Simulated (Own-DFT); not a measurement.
# Strain and stress in 2H SiC, 72 atoms (C36Si36)

Calculated results; nothing here was measured. The program, named Own-DFT, is a retired in-house plane-wave density functional code that no person has reviewed. Each row is one single-point run on a periodic cell that was not relaxed, without spin or spin-orbit coupling.

Settings of every run: PBE; PseudoDojo norm-conserving scalar-relativistic files; cutoff 42 hartree; 4 x 4 x 3 k mesh centred on Gamma; Fermi-Dirac smearing of 0.1 eV.

Known limits: forces on such cells passed a denser k mesh, each cell not checked; stress not checked against mesh or cutoff.

Unstrained cell vectors in Å: (9.248, 0.000, 0.000); (-4.624, 8.009, 0.000); (0.000, 0.000, 10.068). The unstrained cell has measured lattice constants (interpolated for alloys), not those of this functional. That, the random moves and any unrelaxed bonds set the pressure at no strain. Each run strains this cell uniformly, with the atoms carried along. Every atom was also moved at random, by a Gaussian of width 0.05 Å on each axis. Strain is the symmetric tensor, in per cent. Stress is positive in tension, and the pressure is minus a third of its trace.

| run | e_xx (%) | e_yy (%) | e_zz (%) | e_yz (%) | e_xz (%) | e_xy (%) | s_xx (GPa) | s_yy (GPa) | s_zz (GPa) | s_yz (GPa) | s_xz (GPa) | s_xy (GPa) | P (GPa) | E (meV/atom) |
|---|---|---|---|---|---|---|---|---|---|---|---|---|---|---|
| 1 | -1.36 | -1.17 | -1.75 | -0.53 | -1.96 | 0.44 | -12.55 | -13.88 | -19.61 | -0.64 | -6.68 | 1.95 | 15.35 | 16.1 |
| 2 | 1.54 | -0.36 | -0.99 | 1.87 | -1.51 | -0.46 | 3.16 | -4.68 | -14.06 | 5.79 | -4.88 | -1.71 | 5.19 | 24.7 |
| 3 | 1.90 | -1.20 | 0.99 | -1.28 | 1.03 | -0.17 | 4.43 | -7.42 | -2.02 | -3.50 | 3.60 | 0.06 | 1.67 | 10.2 |
| 4 | 1.48 | 1.40 | 1.14 | -1.26 | -1.49 | 0.69 | 5.92 | 3.05 | 0.05 | -5.04 | -4.31 | 3.32 | -3.00 | 7.7 |
| 5 | -0.78 | 0.14 | 0.03 | 0.09 | 0.99 | 0.65 | -8.99 | -3.80 | -6.84 | 0.03 | 3.21 | 2.61 | 6.55 | 2.4 |
| 6 | 0.16 | -0.46 | -1.60 | 1.58 | -1.24 | 0.38 | -3.52 | -9.28 | -18.65 | 5.92 | -2.84 | 2.19 | 10.48 | 38.0 |
| 7 | -0.31 | -0.63 | 1.88 | -0.31 | -1.35 | 0.86 | -5.20 | -7.56 | 3.33 | -0.24 | -5.05 | 3.56 | 3.14 | 8.2 |
| 8 | 0.04 | 0.73 | -0.46 | -0.41 | 0.68 | 0.14 | -4.37 | 0.16 | -10.87 | -0.85 | 1.98 | -0.27 | 5.03 | 26.4 |
| 9 | 0.35 | -1.05 | 0.72 | -1.36 | 0.18 | -1.10 | -4.01 | -9.82 | -2.69 | -5.34 | -0.02 | -5.62 | 5.51 | 10.9 |
| 10 | -0.47 | -1.71 | -0.86 | -0.02 | -1.69 | -1.90 | -8.15 | -16.86 | -14.41 | -0.14 | -6.85 | -9.64 | 13.14 | 41.8 |
| 11 | 0.83 | 0.72 | 1.29 | 1.80 | 1.38 | 1.52 | 0.83 | 0.15 | -1.24 | 4.85 | 4.41 | 6.72 | 0.09 | 34.6 |
| 12 | 1.42 | 0.54 | 0.60 | 0.10 | -0.66 | -0.26 | 5.42 | -0.35 | -4.22 | -0.09 | -2.14 | -0.57 | -0.28 | 9.7 |
| 13 | 1.49 | 0.74 | 1.05 | -0.35 | 0.96 | 1.17 | 5.52 | 1.92 | -2.07 | -1.75 | 3.04 | 5.19 | -1.79 | 0.0 |
| 14 | 1.81 | -1.47 | -0.38 | -0.92 | 1.76 | -1.45 | 4.42 | -13.92 | -8.80 | -4.17 | 5.62 | -6.64 | 6.10 | 27.0 |
| 15 | 0.00 | 0.40 | -0.37 | 1.53 | 1.49 | -0.88 | -4.14 | -2.73 | -10.11 | 4.63 | 3.75 | -3.60 | 5.66 | 27.2 |
| 16 | -0.77 | 0.58 | 1.45 | -1.51 | 1.15 | -0.33 | -8.78 | -1.56 | 0.49 | -4.98 | 3.92 | -1.45 | 3.28 | 27.4 |
| 17 | -1.82 | -1.78 | 1.41 | 1.34 | 1.85 | 1.34 | ? | ? | ? | ? | ? | ? | ? | ? |

E is the free energy for each atom above the lowest run shown.

## Worked fit

Each stress component was fitted by least squares to a constant and the strains of the runs shown, as fractions, with shears doubled. Shear strains stay in the fit of a normal stress only where such slopes are resolved. The slopes, in GPa:

| stress | at no strain | per e_xx | per e_yy | per e_zz | scatter |
|---|---|---|---|---|---|
| s_xx | -4.3 | 558 ± 21 | 93 ± 25 | 12 ± 22 | 0.84 |
| s_yy | -4.9 | 87 ± 33 | 569 ± 39 | 68 ± 34 | 1.30 |
| s_zz | -8.2 | 25 ± 22 | -2 ± 25 | 620 ± 22 | 0.85 |

Each shear stress against twice its own strain: yz 159 ± 9, xz 163 ± 6, xy 231 ± 10 GPa. These are stiffnesses along x, y and z of the frame in which the cell vectors are given, which need not be the crystal's axes. The atoms are held to the strained lattice; where symmetry lets them move under strain, relaxing them would lower some slopes. The table should be nearly symmetric about its diagonal, and what it lacks of that shows the noise. A ninth of its sum, 225 ± 4 GPa, estimates the bulk modulus near the mean pressure of these runs, 4.8 GPa, so it lies above the value at zero pressure.

## Withheld run

Question: what normal stresses and pressure should run 17 give?

The fit gives s_xx = -15.9, s_yy = -15.7, s_zz = 0.2 and P = 10.5 GPa. The calculation gave -15.56, -16.37, -1.01 and P = 10.98 GPa.
